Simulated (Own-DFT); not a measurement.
## Calculated data, AlN (wurtzite, atoms displaced)

A calculation, not a measurement: plane-wave PBE density functional theory by an unreviewed code, no spin, of a simulated periodic cell, stress positive in tension, free energy of the whole cell less one offset for each atom, forces on such cells passed a denser k mesh, this cell's mesh not checked; offsets are fitted by least squares, one for each functional and potential file, so energies compare only between cells with the same atoms and settings and are not formation energies; the far tail of each file's local potential was reset to the Coulomb form; each entry is a single point on an unrelaxed cell, so the pressure reflects the starting lattice, mostly measured values (interpolated for alloys), from which strain is counted, and rises with the displacements; printed positions are rounded, which can move forces by about a meV/angstrom; the program, named Own-DFT, is a retired in-house code; no spin-orbit coupling. Program: Own-DFT development build.

Settings shared by all entries: functional PBE; potential files PseudoDojo norm-conserving, scalar-relativistic, standard set; wave cutoff 42 hartree; occupations Fermi-Dirac; smearing width 0.1 eV; hardware one NVIDIA H100; k mesh 2 x 2 x 2 centred on Gamma.

(1) 
```xyz
128
Lattice="12.4480 0.0000 0.0000 -6.2240 10.7803 0.0000 0.0000 0.0000 9.9640" Properties=species:S:1:pos:R:3:force_x:R:1:force_y:R:1:force_z:R:1 formula=AlN free_energy_of_cell_above_offsets=-62.328 pressure=3.79 stress_xx=-3.86 stress_yy=-3.36 stress_zz=-4.14 stress_yz=-0.03 stress_xz=0.23 stress_xy=0.4 wall_time=383.1
Al    -0.0133     1.8002     9.9582      0.466     -0.008      0.431
Al     1.5487     0.8962     2.4678     -0.165     -0.344      0.208
N      0.0135     1.8142     1.9122     -0.606     -0.241     -0.232
N      1.5490     0.9326     4.3759       0.27     -0.182      0.364
Al    -0.0048     1.8085     5.0026      0.194     -0.219     -0.071
Al     1.5433     0.8997     7.4827      0.443     -0.112     -0.013
N      0.0028     1.7934     6.9147     -0.342     -0.126      -0.38
N      1.5545     0.9041     9.3893      0.204     -0.097     -0.172
Al    -1.5395     4.4928     0.0024     -0.208      0.346     -0.157
Al    -0.0178     3.5975     2.5058      0.177     -0.039     -0.082
N     -1.5386     4.5158     1.8917     -0.355     -0.207      0.184
N     -0.0191     3.5834     4.4097      0.474      0.132     -0.258
Al    -1.5458     4.4785     4.9758     -0.439      0.393      0.269
Al    -0.0101     3.5715     7.4768      0.392      0.626     -0.078
N     -1.5302     4.4962     6.8913     -0.698     -0.205     -0.189
N     -0.0095     3.5933     9.3743      -0.08     -0.297     -0.019
Al    -3.0946     7.1846     0.0143     -0.127     -0.349      -0.04
Al    -1.5203     6.3173     2.4915     -0.603     -0.495     -0.121
N     -3.0830     7.1907     1.9070     -0.426      0.001      0.001
N     -1.5759     6.2812     4.3644      0.568      0.181      0.534
Al    -3.1152     7.1904     4.9769      0.107     -0.076      0.347
Al    -1.5474     6.2973     7.4586      0.273     -0.308       0.14
N     -3.0803     7.1825     6.9164     -0.836     -0.292     -0.604
N     -1.5530     6.2971     9.3532      0.015     -0.247      0.311
Al    -4.6547     9.8673     9.9317     -0.424      0.298      0.567
Al    -3.1295     8.9838     2.4959      -0.02      0.063      0.046
N     -4.7033     9.8498     1.8976      0.363      0.406     -0.113
N     -3.1051     8.9820     4.4158     -0.145      0.199     -0.478
Al    -4.6697     9.9041     4.9851      0.121     -0.051     -0.129
Al    -3.1034     8.9538     7.4679      -0.57      0.366      0.223
N     -4.6948     9.8686     6.8951      0.667      0.305     -0.172
N     -3.1326     8.9512     9.4032      0.613      0.456     -0.574
Al     3.1484     1.7743     0.0056     -1.008      0.656     -0.129
Al     4.6396     0.9068     2.5343      0.355     -0.001     -0.794
N      3.0922     1.7773     1.8835      0.381      0.297      0.467
N      4.6215     0.9024     4.3982      1.134      0.177     -0.004
Al     3.1452     1.8232     5.0112     -0.968     -0.132     -0.538
Al     4.6794     0.8802     7.4954      -0.66       0.03      -0.91
N      3.1031     1.8250     6.8604      0.119      -0.85      0.604
N      4.6516     0.9245     9.3570      0.517     -1.074      0.353
Al     1.5296     4.4602     9.9568      0.811       0.32     -0.043
Al     3.0961     3.5729     2.5369      0.038      0.207     -1.321
N      1.5381     4.5122     1.9191       0.25     -0.603     -0.227
N      3.1272     3.6344     4.3734      0.044      -0.78      0.677
Al     1.5776     4.4841     4.9582     -0.663      0.304      0.779
Al     3.1215     3.5842     7.4197     -0.245      0.627      1.022
N      1.5458     4.4851     6.8979      0.103      0.313     -0.336
N      3.1440     3.5805     9.3762     -0.783       -0.1     -0.199
Al    -0.0031     7.1665     0.0112     -0.016      0.462     -0.638
Al     1.5360     6.2846     2.4725      0.037      0.389      0.358
N     -0.0109     7.1994     1.8629      0.323      0.322       0.83
N      1.5542     6.2807     4.3943     -0.099      0.116     -0.511
Al     0.0142     7.1934     4.9676     -0.431     -0.209      0.111
Al     1.5441     6.3433     7.4834      0.325     -1.048     -0.483
N     -0.0057     7.1974     6.8581      0.131      0.222      0.267
N      1.5434     6.2919     9.3679      0.061     -0.391      0.265
Al    -1.5574     9.8598     9.9600     -0.083       0.32     -0.049
Al    -0.0406     9.0087     2.5123      1.103     -0.415      -0.25
N     -1.5443     9.8801     1.9007     -0.717       0.38      0.052
N      0.0198     8.9942     4.4109     -0.414     -0.033     -0.391
Al    -1.5412     9.9018     4.9534      -0.41     -0.446      0.705
Al     0.0288     8.9825     7.5086     -0.599      0.347     -1.381
N     -1.6269     9.8664     6.8608      1.481      0.355      0.422
N     -0.0012     8.9868     9.3469     -0.079     -0.151      0.837
Al     6.2049     1.7865     9.9510      0.387      0.152      0.505
Al     7.7662     0.8988     2.4798      0.296     -0.009      0.014
N      6.2267     1.7983     1.9184      -0.44        0.2     -0.222
N      7.7506     0.8975     4.4050      1.075     -0.333      -0.78
Al     6.2789     1.7691     4.9659     -1.626      0.555      0.527
Al     7.7797     0.9210     7.5115     -0.299     -0.358      -1.18
N      6.1934     1.7687     6.8661      0.614      0.512      0.336
N      7.7635     0.8687     9.3487      0.361      0.867       0.88
Al     4.6514     4.4736     0.0020       0.51       0.32     -0.025
Al     6.2250     3.6274     2.5322      0.329     -0.664     -0.734
N      4.6754     4.4677     1.9248     -0.437      0.463     -0.176
N      6.2428     3.5708     4.3909     -0.025      0.194      0.383
Al     4.6933     4.4670     4.9640      0.072      0.861      0.582
Al     6.2256     3.6059     7.4982     -0.346     -0.546     -0.669
N      4.6737     4.4915     6.8999      0.207      0.186     -0.471
N      6.2536     3.5837     9.3650     -0.491      0.025      0.475
Al     3.1073     7.1430     0.0227      -0.24      0.758     -0.803
Al     4.6434     6.2976     2.4660      0.069      -0.29       0.66
N      3.0826     7.2015     1.8796      0.318     -0.569      0.475
N      4.6712     6.3198     4.4394     -0.447     -0.689     -1.138
Al     3.0853     7.2095     4.9851      0.314     -0.186     -0.636
Al     4.6987     6.3224     7.4529     -0.958     -0.675      0.178
N      3.1144     7.1725     6.8158     -0.035      0.558      1.456
N      4.6560     6.3096     9.3786      0.386     -0.626     -0.086
Al     1.5614     9.8849     9.9451     -0.125     -0.403      0.555
Al     3.1415     8.9660     2.4534     -0.703      0.669      0.414
N      1.5561     9.8817     1.9211     -0.043     -0.049     -0.488
N      3.0824     8.9974     4.3740      0.958      0.031     -0.209
Al     1.5672     9.8889     4.9705     -0.102      0.003      0.253
Al     3.1211     8.9982     7.4594      -0.12     -0.409     -0.119
N      1.5769     9.9106     6.8673     -0.355     -0.226      0.271
N      3.0708     8.9551     9.3526      0.992      0.199      0.402
Al     9.3531     1.8263     9.9355     -0.353     -0.695      0.446
Al    10.8831     0.8908     2.5250       0.38      0.433     -0.844
N      9.3487     1.8115     1.8931     -0.221     -0.257      0.017
N     10.9009     0.8934     4.3879      -0.35      0.448      0.302
Al     9.3115     1.7898     4.9624      0.258      0.254      0.221
Al    10.8861     0.9215     7.5131       -0.1     -0.457      -0.91
N      9.3146     1.8061     6.8689      0.371     -0.062      0.287
N     10.9075     0.8898     9.3721      -0.43       0.24      0.267
Al     7.7851     4.4820     9.9465      0.066      0.098      0.592
Al     9.3303     3.5995     2.4838      0.357      0.246      0.171
N      7.7946     4.5052     1.9260     -0.353      0.058     -0.611
N      9.3064     3.6114     4.3971      0.661     -0.527     -0.134
Al     7.7886     4.5074     4.9821      -0.36     -0.065      0.329
Al     9.3134     3.5903     7.4722      0.488      0.425     -0.435
N      7.7570     4.4878     6.8977      0.369      0.398     -0.073
N      9.3482     3.6026     9.3584     -0.036     -0.003      0.211
Al     6.2408     7.1624     0.0055     -0.507      0.663     -0.363
Al     7.7868     6.3044     2.4910     -0.095      0.117      0.084
N      6.1833     7.2084     1.8779      0.521     -0.547      0.439
N      7.7854     6.2857     4.4069     -0.415      0.402     -0.252
Al     6.1932     7.2067     4.9621      0.809     -0.266      0.544
Al     7.7778     6.3047     7.5202      0.207     -0.248     -0.906
N      6.2231     7.1915     6.9016      0.543      0.082     -0.456
N      7.7780     6.2813     9.3827       0.29     -0.009      0.404
Al     4.7108     9.8802     9.9555     -0.927     -0.332     -0.434
Al     6.1670     8.9854     2.4623      1.132     -0.087      0.508
N      4.6904     9.8971     1.8721     -0.793      0.079      0.221
N      6.2305     8.9746     4.3854     -0.233       0.55     -0.179
Al     4.6870     9.9131     4.9755      -0.45     -0.842       0.21
Al     6.2328     8.9751     7.4537     -0.485      0.234      0.274
N      4.6679     9.8906     6.8789      0.169      0.249      0.046
N      6.2341     8.9951     9.3540      0.048      -0.59      0.108
```

Units: free_energy_of_cell_above_offsets in eV; pressure, stress_xx, stress_yy, stress_zz, stress_yz, stress_xz, stress_xy in GPa; wall_time in s; force_x, force_y, force_z in eV/Å.

(2) 
```xyz
128
Lattice="12.4480 0.0000 0.0000 -6.2240 10.7803 0.0000 0.0000 0.0000 9.9640" Properties=species:S:1:pos:R:3:force_x:R:1:force_y:R:1:force_z:R:1 formula=AlN free_energy_of_cell_above_offsets=-62.210 pressure=3.83 stress_xx=-3.17 stress_yy=-4.11 stress_zz=-4.21 stress_yz=0.2 stress_xz=-0.1 stress_xy=0.06 wall_time=387.7
Al     0.0032     1.8188     0.0003     -0.298     -0.713     -0.323
Al     1.5475     0.8487     2.4936      0.288      1.083     -0.411
N     -0.0148     1.8024     1.8769      0.467      -0.15      0.628
N      1.5479     0.8516     4.3669     -0.104      1.281      0.485
Al    -0.0383     1.7577     5.0119      0.747      0.414     -0.328
Al     1.5354     0.8708     7.4693      0.154      0.447      0.203
N     -0.0190     1.7694     6.8913      0.115       0.43     -0.076
N      1.5422     0.9110     9.3631      0.604     -0.144      0.456
Al    -1.5414     4.5039     0.0120     -0.289     -0.089     -0.286
Al     0.0089     3.5916     2.5006      0.098     -0.056     -0.101
N     -1.5571     4.5005     1.8957       0.07     -0.162      0.203
N      0.0333     3.5629     4.3950     -0.876     -0.089     -0.004
Al    -1.5597     4.5026     4.9729      0.327     -0.588     -0.047
Al    -0.0233     3.6152     7.4775      0.612     -0.743     -0.538
N     -1.5472     4.4738     6.8590     -0.361      0.688      0.487
N     -0.0311     3.5747     9.3449      0.492      0.879      0.516
Al    -3.1290     7.1827     9.9419      0.326      0.377      0.703
Al    -1.5657     6.2798     2.4951      0.464      0.367      0.282
N     -3.0912     7.1994     1.9286     -0.432     -0.721     -0.831
N     -1.5448     6.2820     4.4246     -0.448      0.337     -0.452
Al    -3.1280     7.2128     4.9862      0.216     -0.493      0.067
Al    -1.5548     6.3137     7.4787     -0.064     -0.535     -0.698
N     -3.1474     7.1648     6.8995      0.952      0.552     -0.277
N     -1.5769     6.3095     9.3522      0.257     -0.366      0.282
Al    -4.6196     9.8703     9.9507     -1.029      0.643      0.134
Al    -3.1196     8.9549     2.4845       0.51      0.425      0.399
N     -4.6165     9.8722     1.9097     -0.893     -0.195     -0.512
N     -3.1434     8.9730     4.3853      0.329      0.378      0.309
Al    -4.6983     9.9135     4.9722      0.277     -1.236      0.554
Al    -3.1018     8.9696     7.4687     -0.299      0.166     -0.116
N     -4.6772     9.8597     6.9306      0.303      0.206     -0.998
N     -3.1332     8.9786     9.3540      1.182     -0.014       0.24
Al     3.1275     1.7983     9.9631     -0.726      0.581      -0.06
Al     4.6467     0.8960     2.4805      0.566     -0.456      0.712
N      3.1568     1.8033     1.9056     -1.156     -0.091     -0.169
N      4.6648     0.8548     4.4263     -0.061      1.089     -0.711
Al     3.1145     1.8283     4.9953      -0.03     -1.222     -0.045
Al     4.6961     0.8572     7.5365      -0.41      0.798     -1.498
N      3.1023     1.7804     6.8956      0.327     -0.232     -0.017
N      4.6611     0.9245     9.3788      0.381     -0.461      0.398
Al     1.5495     4.5329     9.9263      0.252     -1.107       0.36
Al     3.1190     3.5916     2.5002      0.011      0.248     -0.433
N      1.5643     4.4955     1.9098     -0.245     -0.001       -0.6
N      3.0909     3.5792     4.3833      0.938      0.125      0.123
Al     1.5748     4.4405     4.9742     -0.538      1.152      0.166
Al     3.1504     3.5710     7.4593     -0.934      0.112      0.067
N      1.5511     4.4854     6.8740       0.23     -0.003      0.288
N      3.1553     3.6147     9.3373         -1     -0.398      0.541
Al    -0.0321     7.2039     9.9375      0.503     -0.076      0.505
Al     1.5262     6.3116     2.4487      0.517     -0.301      0.879
N     -0.0026     7.2228     1.8942     -0.463     -0.544     -0.221
N      1.5677     6.2844     4.3967     -0.768     -0.214     -0.241
Al    -0.0289     7.2054     5.0046      0.854     -0.612     -0.807
Al     1.5665     6.2978     7.4613     -0.218     -0.318     -0.184
N      0.0105     7.2358     6.8534     -0.298     -1.117      0.833
N      1.5463     6.2930     9.3630     -0.005      0.555     -0.005
Al    -1.5443     9.9317     0.0122     -0.142     -1.148     -0.149
Al     0.0251     8.9876     2.5157      -0.26      0.231     -0.303
N     -1.5630     9.8573     1.8932      0.303       0.39      0.216
N     -0.0030     8.9786     4.4136     -0.293      0.147     -0.162
Al    -1.5773     9.8858     4.9876      -0.04     -0.357     -0.125
Al    -0.0151     8.9603     7.4526      0.587      1.113      0.314
N     -1.5530     9.8826     6.8801     -0.106      -0.42      0.325
N      0.0293     8.9809     9.3700     -0.985      0.318     -0.418
Al     6.2370     1.7853     9.9478          0      0.638      0.112
Al     7.7753     0.9049     2.4653      0.041     -0.268      0.125
N      6.2076     1.7996     1.9064      0.234     -0.133     -0.467
N      7.7491     0.8941     4.3687      0.635     -0.337      0.159
Al     6.2436     1.7958     4.9725      -0.73      -0.32      0.399
Al     7.8121     0.8746     7.4556     -0.459      0.735      0.227
N      6.2304     1.7777     6.8935      0.073      0.257      0.042
N      7.7966     0.9051     9.3666     -0.267     -0.116      0.074
Al     4.6586     4.4974     9.9518      0.344     -0.114      0.301
Al     6.2455     3.5883     2.4923     -0.731      0.172     -0.299
N      4.6536     4.5242     1.8848      0.569     -0.385      0.445
N      6.2263     3.5711     4.3659      0.074       0.52      0.557
Al     4.6812     4.4923     4.9752     -0.215     -0.335      0.028
Al     6.2026     3.6148     7.4921      0.574     -0.628     -0.834
N      4.6623     4.4852     6.8904      0.207      0.264     -0.641
N      6.2101     3.6091     9.3261      0.339     -0.277      1.384
Al     3.1388     7.1746     0.0406     -0.349      0.289     -0.686
Al     4.6922     6.3065     2.5362     -0.716     -0.164     -0.665
N      3.0999     7.1872     1.8969      0.527      0.324       0.52
N      4.6522     6.2791     4.4105      0.264      0.114      0.159
Al     3.0801     7.1744     5.0035      0.309      0.262     -0.824
Al     4.6691     6.2836     7.4585          0      0.276     -0.086
N      3.0903     7.1910     6.8499      0.533      0.068      0.995
N      4.6711     6.2615     9.3622       0.17      0.814     -0.183
Al     1.5464     9.8649     9.9374      0.614      0.463      0.536
Al     3.1363     9.0228     2.4988     -0.197     -0.747     -0.053
N      1.5839     9.8722     1.8921     -0.481      0.388      0.001
N      3.1171     8.9806     4.3965      -0.17      0.049     -0.027
Al     1.5424     9.8575     4.9850      0.375      0.461     -0.084
Al     3.0997     8.9894     7.4820      0.441     -0.266      0.141
N      1.5912     9.9026     6.8881     -0.828     -0.721     -0.158
N      3.1168     9.0015     9.3994     -0.002     -0.757     -0.375
Al     9.3136     1.8655     9.9388       0.88     -1.986      0.695
Al    10.9012     0.9042     2.5080      0.064      0.043     -0.273
N      9.3582     1.7914     1.9305     -0.411     -0.017     -0.614
N     10.8828     0.8543     4.4161     -0.111      0.952     -0.571
Al     9.3241     1.7739     4.9577     -0.129      0.233      0.144
Al    10.8620     0.9038     7.4624      0.817     -0.652      0.648
N      9.3617     1.7753     6.8757     -0.689      0.461     -0.315
N     10.9020     0.8943     9.3656     -0.526      0.307      0.231
Al     7.7774     4.4903     0.0091     -0.276     -0.133     -0.162
Al     9.3305     3.5673     2.4697      0.448      0.287      0.639
N      7.8012     4.4588     1.9181     -0.337      0.632     -0.476
N      9.3287     3.5878     4.3964        0.3     -0.167     -0.194
Al     7.7959     4.4886     5.0074     -0.247      0.098     -0.243
Al     9.3565     3.5671     7.4760     -0.413      0.414     -0.185
N      7.7794     4.4894     6.8978      0.146       0.16      0.151
N      9.3275     3.5868     9.3962      0.263      1.089     -0.494
Al     6.2285     7.1887     0.0012     -0.116      0.056     -0.149
Al     7.8008     6.2768     2.5169     -0.254       0.17     -0.661
N      6.2129     7.2002     1.8893      0.535     -0.262      0.311
N      7.8137     6.2912     4.3669      -0.72     -0.288      0.696
Al     6.2147     7.1764     4.9982      0.381      0.007     -0.806
Al     7.7845     6.3263     7.5103      -0.26     -1.126     -0.534
N      6.2665     7.1778     6.8365     -0.851      0.096       1.24
N      7.8025     6.2756     9.3808     -0.589      0.155      0.299
Al     4.6638     9.8688     0.0257      0.284      0.743     -0.667
Al     6.2187     8.9967     2.4675      0.416     -0.141      0.481
N      4.6850     9.9103     1.8971     -0.031     -0.251      0.352
N      6.2122     8.9616     4.4070     -0.122      0.452      -0.39
Al     4.6537     9.9067     4.9889      0.122     -1.382      0.294
Al     6.2165     8.9893     7.4551     -0.137      -0.22      0.399
N      4.6561     9.8692     6.8914      0.027      0.141     -0.129
N      6.2395     9.0029     9.3833      -0.13      -0.56     -0.066
```

Units: free_energy_of_cell_above_offsets in eV; pressure, stress_xx, stress_yy, stress_zz, stress_yz, stress_xz, stress_xy in GPa; wall_time in s; force_x, force_y, force_z in eV/Å.
